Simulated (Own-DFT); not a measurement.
# How much smaller does PBEsol make it? L1_0 TiAl, 32 atoms (Al16Ti16)

No measurement is shown. These are fixed-geometry runs of a retired plane-wave code named Own-DFT, which no person has reviewed; spin and spin-orbit coupling are neglected.

Caveats: forces on such cells failed a check on a denser k mesh; stress not checked against mesh or cutoff.

Each geometry was run with PBE and with PBEsol, otherwise alike: PseudoDojo norm-conserving scalar-relativistic files made for PBE; cutoff 42 hartree; 4 x 4 x 4 k mesh centred on Gamma; cold (Marzari-Vanderbilt) smearing of 0.2 eV. Unstrained cell vectors in Å: (5.622, 5.622, 0.000); (-5.621, 5.622, 0.000); (0.000, 0.000, 8.133). Each has a uniform strain, of which the change of volume is shown, and random moves of rms u per axis.

| run | volume change (%) | u (Å) | P with PBE (GPa) | P with PBEsol (GPa) |
|---|---|---|---|---|
| 1 | -1.31 | 0.0512 | 3.43 | 0.53 |
| 2 | -0.94 | 0.0538 | 3.27 | 0.38 |
| 3 | 1.98 | 0.0484 | -0.47 | -3.23 |
| 4 | 0.92 | 0.0483 | 0.79 | -2.02 |
| 5 | -1.29 | 0.0442 | 3.42 | 0.51 |
| 6 | -3.09 | 0.0498 | 5.85 | 2.86 |
| 7 | 4.61 | 0.0456 | -3.15 | -5.81 |
| 8 | 0.36 | 0.0434 | 1.19 | -1.64 |
| 9 | -0.64 | 0.0477 | 2.63 | -0.24 |
| 10 | -3.72 | 0.0470 | 6.43 | 3.41 |
| 11 | -1.41 | 0.0472 | 3.69 | 0.77 |
| 12 | 0.64 | 0.0433 | 0.95 | ? |

Q: by how much does PBEsol shrink this cell, and what belongs in the blank?

## Answer

Write v for the change of volume as a fraction. Fitted to v and u², the PBE pressure has a slope of -117 ± 3 GPa in v, with the ions held to the strained lattice. The difference PBEsol less PBE is -2.85 + 4.4 v GPa (slope ± 0.1) and averages -2.87 GPa. Divided by the mean slope of the two, 115 GPa, that makes PBEsol's volume at a given pressure, near 1 GPa, about 2.5 % smaller, or 0.83 % in lengths. At one volume PBEsol's slope is the smaller by 4 GPa, but its pressure there is lower too. If stiffness rises by about 4 GPa for each GPa, PBEsol at equal pressure is stiffer by about 7 GPa. Files made for PBEsol would give a different shift.

For run 12 the line gives -1.87 GPa. The run itself gave -1.87 GPa.
